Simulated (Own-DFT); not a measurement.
Simulation results for GaP (zincblende, strained, atoms displaced), SiC (4H silicon carbide, atoms displaced)

A calculation, not a measurement: plane-wave PBE density functional theory by an unreviewed code, no spin, of a simulated periodic cell, stress positive in tension, free energy of the whole cell less one offset for each atom, forces on such cells passed a denser k mesh, this cell's mesh not checked; offsets are fitted by least squares, one for each functional and potential file, so energies compare only between cells with the same atoms and settings and are not formation energies; the far tail of each file's local potential was reset to the Coulomb form; each entry is a single point on an unrelaxed cell, so the pressure reflects the starting lattice, mostly measured values (interpolated for alloys), from which strain is counted, and rises with the displacements; printed positions are rounded, which can move forces by about a meV/angstrom; the program, named Own-DFT, is a retired in-house code; no spin-orbit coupling. Program: Own-DFT development build.

Common to all runs: functional PBE; potential files PseudoDojo norm-conserving, scalar-relativistic, standard set; wave cutoff 42 hartree; occupations Fermi-Dirac; smearing width 0.1 eV; k mesh 3 x 3 x 3 centred on Gamma.

```yaml
- entry: 1
  formula: GaP
  kind: "zincblende, strained, atoms displaced"
  structure:
    cell_angstrom: [[10.862, 0.0, 0.0], [0.0, 10.862, 0.0], [0.0, 0.0, 10.9439]]
    atoms_fractional:
      - [Ga, 0.00115, 0.99386, 0.01309]
      - [Ga, 0.00338, 0.26004, 0.24009]
      - [Ga, 0.23117, 0.00924, 0.23406]
      - [Ga, 0.24671, 0.24352, 0.00388]
      - [P, 0.12023, 0.11923, 0.12293]
      - [P, 0.12696, 0.36155, 0.38755]
      - [P, 0.36885, 0.11954, 0.37498]
      - [P, 0.38622, 0.38019, 0.12402]
      - [Ga, 0.99082, 0.99844, 0.50255]
      - [Ga, 0.00718, 0.23892, 0.74189]
      - [Ga, 0.23939, 0.99748, 0.74208]
      - [Ga, 0.24674, 0.24813, 0.50593]
      - [P, 0.12955, 0.12899, 0.62505]
      - [P, 0.11526, 0.37548, 0.87492]
      - [P, 0.3753, 0.12627, 0.86854]
      - [P, 0.3812, 0.37652, 0.62798]
      - [Ga, 0.00413, 0.49557, 0.99315]
      - [Ga, 0.00657, 0.74326, 0.24694]
      - [Ga, 0.25597, 0.51574, 0.25482]
      - [Ga, 0.24197, 0.74825, 0.98518]
      - [P, 0.13892, 0.63956, 0.11864]
      - [P, 0.12619, 0.86005, 0.37141]
      - [P, 0.37514, 0.61589, 0.38773]
      - [P, 0.3731, 0.86665, 0.11619]
      - [Ga, 0.00635, 0.49727, 0.5114]
      - [Ga, 0.00144, 0.75119, 0.75706]
      - [Ga, 0.25498, 0.5099, 0.75227]
      - [Ga, 0.24948, 0.74199, 0.5017]
      - [P, 0.12369, 0.62735, 0.63235]
      - [P, 0.12167, 0.86368, 0.87496]
      - [P, 0.36708, 0.62555, 0.88549]
      - [P, 0.38228, 0.87894, 0.62128]
      - [Ga, 0.50109, 0.99257, 0.99813]
      - [Ga, 0.49479, 0.24586, 0.23991]
      - [Ga, 0.75849, 0.01215, 0.23961]
      - [Ga, 0.75438, 0.24034, 0.00167]
      - [P, 0.61766, 0.12209, 0.11758]
      - [P, 0.62953, 0.37734, 0.38272]
      - [P, 0.86755, 0.11467, 0.37826]
      - [P, 0.86389, 0.36102, 0.12902]
      - [Ga, 0.4924, 0.97917, 0.50168]
      - [Ga, 0.51352, 0.24719, 0.75947]
      - [Ga, 0.76128, 0.00493, 0.7549]
      - [Ga, 0.76322, 0.25077, 0.4982]
      - [P, 0.62624, 0.11949, 0.61824]
      - [P, 0.62364, 0.38058, 0.87522]
      - [P, 0.8547, 0.12267, 0.87863]
      - [P, 0.86758, 0.36805, 0.63013]
      - [Ga, 0.50873, 0.50283, 0.0026]
      - [Ga, 0.50319, 0.74845, 0.24806]
      - [Ga, 0.74727, 0.50218, 0.25513]
      - [Ga, 0.75713, 0.7348, 0.99751]
      - [P, 0.6167, 0.61755, 0.12885]
      - [P, 0.62352, 0.87362, 0.38158]
      - [P, 0.88217, 0.63368, 0.3688]
      - [P, 0.86633, 0.88811, 0.1071]
      - [Ga, 0.50882, 0.49341, 0.49799]
      - [Ga, 0.49859, 0.74253, 0.75089]
      - [Ga, 0.73935, 0.51392, 0.74408]
      - [Ga, 0.74897, 0.76023, 0.495]
      - [P, 0.61687, 0.62807, 0.62444]
      - [P, 0.63172, 0.87273, 0.86808]
      - [P, 0.87111, 0.6154, 0.88353]
      - [P, 0.87389, 0.86934, 0.62131]
  settings:
    hardware: "one NVIDIA H100"
  results: {}
- entry: 2
  formula: SiC
  kind: "4H silicon carbide, atoms displaced"
  structure:
    cell_angstrom: [[12.3308, 0.0, 0.0], [-6.1654, 10.6788, 0.0], [0.0, 0.0, 10.0681]]
    atoms_fractional:
      - [Si, 0.00532, 0.00462, 0.4085]
      - [Si, 0.085, 0.16776, 0.15505]
      - [C, 0.00257, 0.99725, 0.10041]
      - [C, 0.08451, 0.17037, 0.34555]
      - [Si, 0.00216, 0.25557, 0.41037]
      - [Si, 0.0792, 0.41343, 0.15585]
      - [C, 0.00254, 0.2562, 0.09848]
      - [C, 0.08275, 0.41698, 0.34204]
      - [Si, 0.99818, 0.49373, 0.40878]
      - [Si, 0.07768, 0.6649, 0.16117]
      - [C, 0.99729, 0.49984, 0.09359]
      - [C, 0.08217, 0.66, 0.34379]
      - [Si, 0.0032, 0.74526, 0.4091]
      - [Si, 0.08563, 0.91719, 0.15885]
      - [C, 0.00465, 0.75219, 0.09473]
      - [C, 0.08552, 0.91972, 0.34095]
      - [Si, 0.24451, 0.99567, 0.40602]
      - [Si, 0.3281, 0.1634, 0.1607]
      - [C, 0.25418, 0.99888, 0.08829]
      - [C, 0.33236, 0.16816, 0.3391]
      - [Si, 0.25284, 0.25305, 0.40459]
      - [Si, 0.33254, 0.41499, 0.15431]
      - [C, 0.2527, 0.24758, 0.09789]
      - [C, 0.33278, 0.41361, 0.34176]
      - [Si, 0.24765, 0.49907, 0.40561]
      - [Si, 0.33082, 0.66542, 0.15506]
      - [C, 0.24368, 0.49789, 0.09205]
      - [C, 0.33515, 0.66492, 0.34576]
      - [Si, 0.24715, 0.75011, 0.40508]
      - [Si, 0.33045, 0.91346, 0.15687]
      - [C, 0.23935, 0.7461, 0.09378]
      - [C, 0.33418, 0.91539, 0.34392]
      - [Si, 0.50005, 0.99739, 0.4077]
      - [Si, 0.58456, 0.16743, 0.15638]
      - [C, 0.49936, 0.99988, 0.09004]
      - [C, 0.58375, 0.16433, 0.33961]
      - [Si, 0.50324, 0.25269, 0.40906]
      - [Si, 0.58561, 0.41191, 0.15627]
      - [C, 0.5008, 0.25364, 0.09634]
      - [C, 0.57916, 0.41224, 0.34509]
      - [Si, 0.49588, 0.49643, 0.40007]
      - [Si, 0.58497, 0.66593, 0.1572]
      - [C, 0.50339, 0.49904, 0.09056]
      - [C, 0.58522, 0.66855, 0.34344]
      - [Si, 0.50708, 0.75281, 0.40805]
      - [Si, 0.58343, 0.91281, 0.15229]
      - [C, 0.49903, 0.7495, 0.09086]
      - [C, 0.58811, 0.92046, 0.34184]
      - [Si, 0.7509, 0.00166, 0.40655]
      - [Si, 0.83438, 0.16791, 0.15439]
      - [C, 0.7495, 0.99655, 0.09471]
      - [C, 0.83491, 0.16991, 0.34225]
      - [Si, 0.74666, 0.24506, 0.41008]
      - [Si, 0.83174, 0.41831, 0.15602]
      - [C, 0.75441, 0.25191, 0.09342]
      - [C, 0.83688, 0.41522, 0.34238]
      - [Si, 0.74992, 0.49909, 0.40722]
      - [Si, 0.83702, 0.67726, 0.15893]
      - [C, 0.7483, 0.4996, 0.09431]
      - [C, 0.82921, 0.66516, 0.345]
      - [Si, 0.74948, 0.75235, 0.40406]
      - [Si, 0.83559, 0.91126, 0.15517]
      - [C, 0.75181, 0.75357, 0.09134]
      - [C, 0.83118, 0.9151, 0.34181]
      - [Si, 0.00136, 0.00039, 0.90885]
      - [Si, 0.91948, 0.83935, 0.65635]
      - [C, 0.99803, 0.99979, 0.59494]
      - [C, 0.9187, 0.83526, 0.84165]
      - [Si, 0.99433, 0.75014, 0.90396]
      - [Si, 0.91712, 0.58449, 0.65679]
      - [C, 0.99465, 0.74447, 0.59387]
      - [C, 0.92035, 0.5883, 0.83723]
      - [Si, 0.99387, 0.49925, 0.91057]
      - [Si, 0.91968, 0.33285, 0.66041]
      - [C, 0.99983, 0.5013, 0.59169]
      - [C, 0.91252, 0.32542, 0.84274]
      - [Si, 0.99991, 0.24798, 0.90053]
      - [Si, 0.91381, 0.08331, 0.65267]
      - [C, 0.00252, 0.24785, 0.59611]
      - [C, 0.91252, 0.07889, 0.84601]
      - [Si, 0.75232, 0.99867, 0.90009]
      - [Si, 0.66697, 0.83387, 0.66096]
      - [C, 0.74882, 0.00074, 0.59771]
      - [C, 0.66936, 0.83343, 0.84384]
      - [Si, 0.74724, 0.7514, 0.90985]
      - [Si, 0.66707, 0.57785, 0.65393]
      - [C, 0.74502, 0.74856, 0.59861]
      - [C, 0.66733, 0.58299, 0.84302]
      - [Si, 0.75117, 0.50053, 0.90748]
      - [Si, 0.66592, 0.33323, 0.65409]
      - [C, 0.74763, 0.4987, 0.59422]
      - [C, 0.66909, 0.33883, 0.8428]
      - [Si, 0.74889, 0.25347, 0.90736]
      - [Si, 0.66671, 0.08561, 0.65375]
      - [C, 0.74751, 0.24801, 0.58675]
      - [C, 0.66575, 0.08152, 0.84405]
      - [Si, 0.49613, 0.0011, 0.90924]
      - [Si, 0.41584, 0.8329, 0.65573]
      - [C, 0.49949, 0.00284, 0.5925]
      - [C, 0.42148, 0.83618, 0.84633]
      - [Si, 0.4984, 0.7481, 0.90937]
      - [Si, 0.41427, 0.58178, 0.65691]
      - [C, 0.49696, 0.74773, 0.59743]
      - [C, 0.41795, 0.58544, 0.84231]
      - [Si, 0.49903, 0.50084, 0.90621]
      - [Si, 0.41476, 0.33494, 0.65663]
      - [C, 0.49729, 0.497, 0.59166]
      - [C, 0.41649, 0.33502, 0.84619]
      - [Si, 0.50422, 0.25028, 0.9049]
      - [Si, 0.41006, 0.08068, 0.65756]
      - [C, 0.49987, 0.25007, 0.59141]
      - [C, 0.41201, 0.07974, 0.83978]
      - [Si, 0.24893, 0.99845, 0.90537]
      - [Si, 0.16452, 0.82793, 0.65973]
      - [C, 0.2504, 0.99802, 0.59049]
      - [C, 0.1676, 0.83524, 0.83979]
      - [Si, 0.2489, 0.75128, 0.90951]
      - [Si, 0.1656, 0.57938, 0.65979]
      - [C, 0.25167, 0.75092, 0.59412]
      - [C, 0.17234, 0.58498, 0.84173]
      - [Si, 0.24798, 0.49732, 0.90523]
      - [Si, 0.16484, 0.33327, 0.65787]
      - [C, 0.25219, 0.49575, 0.59661]
      - [C, 0.16183, 0.3311, 0.83876]
      - [Si, 0.24884, 0.24972, 0.9108]
      - [Si, 0.1627, 0.08224, 0.65405]
      - [C, 0.25129, 0.25024, 0.59362]
      - [C, 0.16867, 0.0859, 0.84132]
  settings:
    hardware: "one NVIDIA H200"
  results: {}
```

Q: Give the missing stress yy for GaP (zincblende, strained, atoms displaced) (entry 1).
A: -4.76 GPa

Q: Give the missing stress xx for GaP (zincblende, strained, atoms displaced) (entry 1).
A: -4.87 GPa

Q: Estimate the pressure of SiC (4H silicon carbide, atoms displaced) (entry 2).
A: 3.76 GPa

Q: Give the table of force values for SiC (4H silicon carbide, atoms displaced) (entry 2).
A: 
Force:
| element | x (eV/Å) | y (eV/Å) | z (eV/Å) |
| --- | --- | --- | --- |
| Si | -1.131 | -0.679 | -0.896 |
| Si | -0.507 | -0.009 | 0.892 |
| C | -0.561 | 0.793 | -1.346 |
| C | 0.074 | -0.097 | 0.029 |
| Si | 0.046 | -1.3 | -1.021 |
| Si | -0.095 | 1.673 | 0.156 |
| C | 0.521 | -2.449 | -1.943 |
| C | 0.346 | 0.091 | 0.648 |
| Si | -0.282 | 0.735 | -0.621 |
| Si | 0.691 | -0.485 | -0.976 |
| C | -0.051 | 0.005 | 0.39 |
| C | -0.485 | 0.54 | 0.691 |
| Si | -1.612 | 0.546 | -0.71 |
| Si | 0.9 | 0.082 | -0.996 |
| C | -1.569 | -0.097 | -0.281 |
| C | -0.292 | -1.448 | 1.242 |
| Si | 1.533 | 1.449 | -0.291 |
| Si | 2 | 0.109 | -1.458 |
| C | -1.263 | 0.213 | 1.267 |
| C | 0.561 | -0.749 | 2.138 |
| Si | -0.209 | -0.998 | 0.467 |
| Si | 0.121 | 0.612 | -0.017 |
| C | -1.513 | 0.388 | -1.039 |
| C | -0.915 | 1 | -0.246 |
| Si | 0.926 | 0.07 | 0.18 |
| Si | -0.221 | -0.024 | 0.266 |
| C | 1.17 | -0.076 | 0.153 |
| C | -0.348 | 0.661 | -0.229 |
| Si | 1.431 | -0.435 | 0.368 |
| Si | 0.648 | 0.298 | -0.306 |
| C | 1.61 | 0.409 | 0.495 |
| C | -0.702 | -0.014 | -0.064 |
| Si | -0.236 | 0.573 | -0.606 |
| Si | -0.083 | -0.188 | -0.55 |
| C | 0.023 | -0.27 | 1.362 |
| C | -0.5 | 0.179 | 1.3 |
| Si | -0.429 | -1.696 | -1.144 |
| Si | -1.21 | 1.302 | 0.282 |
| C | 0.365 | -1.974 | -0.959 |
| C | 0.856 | 1.238 | -0.42 |
| Si | 0.612 | 0.786 | 1.136 |
| Si | -0.606 | -0.14 | -0.46 |
| C | -0.654 | 0.158 | 1.045 |
| C | 0.033 | -0.854 | -0.145 |
| Si | -1.402 | -0.2 | -0.01 |
| Si | -0.407 | 1.18 | 0.324 |
| C | 0.164 | -0.8 | 0.989 |
| C | -0.541 | -0.978 | 0.296 |
| Si | 0.42 | 0.264 | -0.341 |
| Si | 0.227 | -0.759 | 0.289 |
| C | 0.692 | 0.565 | -0.814 |
| C | 0.399 | -0.439 | 0.835 |
| Si | 0.204 | 0.835 | -2.441 |
| Si | 0.473 | -0.356 | 0.253 |
| C | -1.14 | -0.014 | -0.158 |
| C | -1.395 | -0.202 | 0.72 |
| Si | -0.02 | -0.368 | -0.589 |
| Si | 0.693 | -2.177 | -0.39 |
| C | 0.646 | 1.137 | 0.014 |
| C | 0.994 | 0.628 | 0.173 |
| Si | 0.428 | -0.384 | 1.49 |
| Si | -1.436 | 2.149 | 0.562 |
| C | -0.086 | -1.104 | 0.508 |
| C | 0.889 | 0.786 | 0.668 |
| Si | 0.202 | -0.023 | -0.18 |
| Si | -0.666 | -2.193 | -0.27 |
| C | 0.035 | 0.57 | -0.596 |
| C | -0.898 | 0.093 | 0.873 |
| Si | 1.817 | 0.582 | 0.339 |
| Si | -0.346 | -0.969 | -0.901 |
| C | 0.518 | 1.659 | 0.005 |
| C | -0.509 | -1.177 | 1.932 |
| Si | 1.733 | 0.098 | -1.417 |
| Si | -1.078 | -0.112 | -1.375 |
| C | 0.434 | -0.738 | 1.059 |
| C | -0.373 | 1.802 | 0.625 |
| Si | -0.557 | -0.292 | 1.584 |
| Si | 0.518 | -0.357 | 1.14 |
| C | -1.111 | 0.642 | -0.294 |
| C | 1.519 | 1.062 | -0.807 |
| Si | -1.742 | -0.076 | 1.814 |
| Si | -0.488 | -0.633 | -0.7 |
| C | 0.034 | -0.217 | -1.034 |
| C | -1.024 | -0.27 | 0.685 |
| Si | 1.225 | -0.581 | -1.827 |
| Si | -1.787 | 1.307 | 0.589 |
| C | 1.232 | 0.306 | -1.139 |
| C | -0.098 | 0.178 | 0.434 |
| Si | -0.495 | 0.896 | -0.263 |
| Si | 0.087 | -0.335 | -0.012 |
| C | 1.34 | -0.163 | -0.445 |
| C | 0.405 | -0.998 | -0.206 |
| Si | 0.557 | -1.51 | -0.366 |
| Si | -0.542 | -0.484 | 0.906 |
| C | 0.627 | 0.829 | 2.425 |
| C | -0.541 | 0.825 | -0.038 |
| Si | 1.297 | -0.23 | -1.355 |
| Si | 0.177 | 0.575 | 0.475 |
| C | 0.171 | -0.68 | 0.322 |
| C | -1.155 | -0.616 | -0.004 |
| Si | 0.251 | 0.77 | -1.268 |
| Si | 1.09 | 0.189 | -0.193 |
| C | 0.635 | 0.641 | -0.597 |
| C | -0.278 | -0.826 | 0.746 |
| Si | 0.7 | 0.042 | -0.475 |
| Si | 0.622 | -0.525 | 0.139 |
| C | 0.132 | 0.73 | -0.25 |
| C | 0.146 | -0.471 | -0.168 |
| Si | -1.54 | -0.053 | 0.389 |
| Si | 1.24 | 0.708 | -1.104 |
| C | -0.423 | -0.227 | 1.168 |
| C | 0.439 | 1.083 | 1.062 |
| Si | -0.319 | 0.402 | -0.564 |
| Si | -0.143 | 0.733 | -1.419 |
| C | -1.555 | -0.593 | 0.524 |
| C | -0.516 | -0.736 | 1.504 |
| Si | 0.536 | -0.143 | -1.052 |
| Si | 0.303 | 0.909 | -1.103 |
| C | -0.499 | -0.982 | -0.172 |
| C | -1.672 | -0.465 | 1.211 |
| Si | 0.14 | 0.436 | -0.121 |
| Si | 1.464 | -0.551 | -0.84 |
| C | -1.631 | 0.405 | -0.883 |
| C | 1.047 | 0.204 | 1.636 |
| Si | 0.422 | 0.115 | -1.045 |
| Si | 1.263 | 0.542 | 0.155 |
| C | -0.754 | -0.279 | -0.211 |
| C | -0.413 | -0.518 | 0.789 |

Further results for GaP (zincblende, strained, atoms displaced) (entry 1):

```
free energy of cell above offsets : -28.166 eV
pressure                          : 4.74 GPa
stress zz                         : -4.58 GPa
stress yz                         : -0.74 GPa
stress xz                         : -0.17 GPa
stress xy                         : 0.42 GPa
wall time                         : 576.2 s
```

Force:
| element | x (eV/Å) | y (eV/Å) | z (eV/Å) |
| --- | --- | --- | --- |
| Ga | 0.347 | 0.788 | -2.787 |
| Ga | -0.017 | -1.167 | 1.615 |
| Ga | 2.932 | -2.854 | 2.794 |
| Ga | 0.736 | 0.976 | -0.714 |
| P | -1.288 | 2.505 | -1.168 |
| P | -0.66 | 1.995 | -1.793 |
| P | 0.058 | -0.108 | -0.357 |
| P | -1.941 | -0.058 | 0.055 |
| Ga | 1.328 | -0.535 | -0.428 |
| Ga | -1.855 | 1.129 | 1.666 |
| Ga | 1.283 | -0.396 | 0.851 |
| Ga | 2.159 | 0.049 | -0.061 |
| P | -0.926 | -1.653 | -0.81 |
| P | 1.708 | -1.116 | -0.838 |
| P | -0.486 | -0.76 | 0.642 |
| P | -0.297 | -0.381 | 0.354 |
| Ga | -0.583 | 0.294 | 1.95 |
| Ga | -0.603 | 1.134 | -1.03 |
| Ga | -0.438 | -1.723 | -0.566 |
| Ga | 1.552 | 0.903 | 1.077 |
| P | -1.781 | -2.33 | 0.759 |
| P | 0.005 | 1.919 | 0.339 |
| P | 0.969 | 1.124 | -0.542 |
| P | -0.478 | 0.69 | 0.512 |
| Ga | -0.895 | -0.289 | -0.644 |
| Ga | -1.518 | -0.928 | -0.784 |
| Ga | -0.216 | -1.36 | -0.16 |
| Ga | 0.317 | 0.725 | 0.305 |
| P | 0.109 | -0.012 | -0.032 |
| P | -0.316 | 2.769 | -0.266 |
| P | 1.818 | -0.568 | -1.017 |
| P | -2.875 | -2.426 | 2.313 |
| Ga | -0.383 | -0.246 | -0.808 |
| Ga | 0.396 | -0.002 | 1.547 |
| Ga | -1.587 | -0.965 | 0.21 |
| Ga | -1.967 | 1.334 | 0.212 |
| P | 0.437 | 0.148 | 0.526 |
| P | 0.267 | -1.374 | -1.341 |
| P | 1.529 | 1.346 | -0.645 |
| P | 0.659 | 2.076 | -0.332 |
| Ga | 1.533 | 3.174 | -1.689 |
| Ga | -0.707 | -0.173 | -1.351 |
| Ga | -1.966 | -1.633 | -2.203 |
| Ga | -1.62 | -0.477 | -0.02 |
| P | 0.128 | 0.136 | 0.351 |
| P | 1.146 | -0.061 | 0.389 |
| P | 4.366 | 0.285 | -0.024 |
| P | 1.071 | 1.235 | 0.474 |
| Ga | -1.175 | -0.564 | -0.958 |
| Ga | -0.882 | 0.191 | 0.812 |
| Ga | 0.368 | -0.189 | 0.104 |
| Ga | -1.79 | 1.561 | 0.755 |
| P | 1.798 | 1.122 | 0.193 |
| P | 0.151 | 0.52 | -2.301 |
| P | -0.761 | -1.343 | 1.025 |
| P | -0.524 | -2.74 | 2.246 |
| Ga | -0.87 | 0.137 | 0.889 |
| Ga | -0.492 | 0.997 | 0.713 |
| Ga | 0.681 | -1.42 | 0.62 |
| Ga | 0.197 | -1.507 | 0.313 |
| P | 0.702 | 0.363 | -1.181 |
| P | -0.256 | -0.692 | 0.475 |
| P | 0.974 | -0.009 | -1.745 |
| P | 0.431 | 0.437 | 1.51 |

Further results for SiC (4H silicon carbide, atoms displaced) (entry 2):

```
free energy of cell above offsets : -18.667 eV
stress xx                         : -2.35 GPa
stress yy                         : -3.19 GPa
stress zz                         : -5.74 GPa
stress yz                         : -0.07 GPa
stress xz                         : -0.33 GPa
stress xy                         : 0.02 GPa
wall time                         : 503.9 s
```
